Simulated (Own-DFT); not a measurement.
# Which defects push the lattice out? wurtzite GaN

Everything here is calculated. The program is Own-DFT (plane waves, in-house, since retired, never reviewed by a person); positions were held fixed, and spin and spin-orbit coupling were off.

Settings: PBE; PseudoDojo norm-conserving scalar-relativistic files; cutoff 42 hartree; 4 x 4 x 3 k mesh centred on Gamma; Fermi-Dirac smearing of 0.1 eV.

Keep in mind (not all hold for every row): not probed for a lower state with spin; forces not confirmed at this smearing and k mesh; stress not checked against mesh or cutoff.

All runs share one cell, with vectors in Å (9.567, 0.000, 0.000); (-4.784, 8.285, 0.000); (0.000, 0.000, 10.370) and a volume of 822.0 Å³. The atoms are randomly displaced, by u rms on each axis. The defect's site can differ from row to row.

```
cell,formula,u (Å),P (GPa)
no defect,Ga36N36,0.0200,5.94
no defect,Ga36N36,0.0488,7.17
no defect,Ga36N36,0.0524,7.75
one Ga on an N site,Ga37N35,0.0273,11.90
one Ga on an N site,Ga37N35,0.0301,?
one Ga on an N site,Ga37N35,0.0494,13.21
one Ga on an N site,Ga37N35,0.0535,12.98
one N on a Ga site,Ga35N37,0.0301,5.49
one N on a Ga site,Ga35N37,0.0493,6.84
one N on a Ga site,Ga35N37,0.0496,6.63
```

## Analysis

P = P0 + c u² + a shift for each defect gives P0 = 5.68 GPa, c = 693 ± 83 GPa/Å² and a scatter of 0.22 GPa. The shifts, and each times the cell's volume:

- one Ga on an N site: 5.62 ± 0.18 GPa, 28.8 eV
- one N on a Ga site: -0.70 ± 0.18 GPa, -3.6 eV

Against the defect-free cell, a freed cell would be larger where the shift is positive and smaller where it is negative (160.2 GPa Å³ is 1 eV). The atoms around the defects weren't relaxed, which would change these numbers.

## Prediction

Question: what pressure belongs in the blank (one Ga on an N site, u = 0.0301 Å)?

From the fit: 11.92 ± 0.27 GPa. Computed: 12.18 GPa.
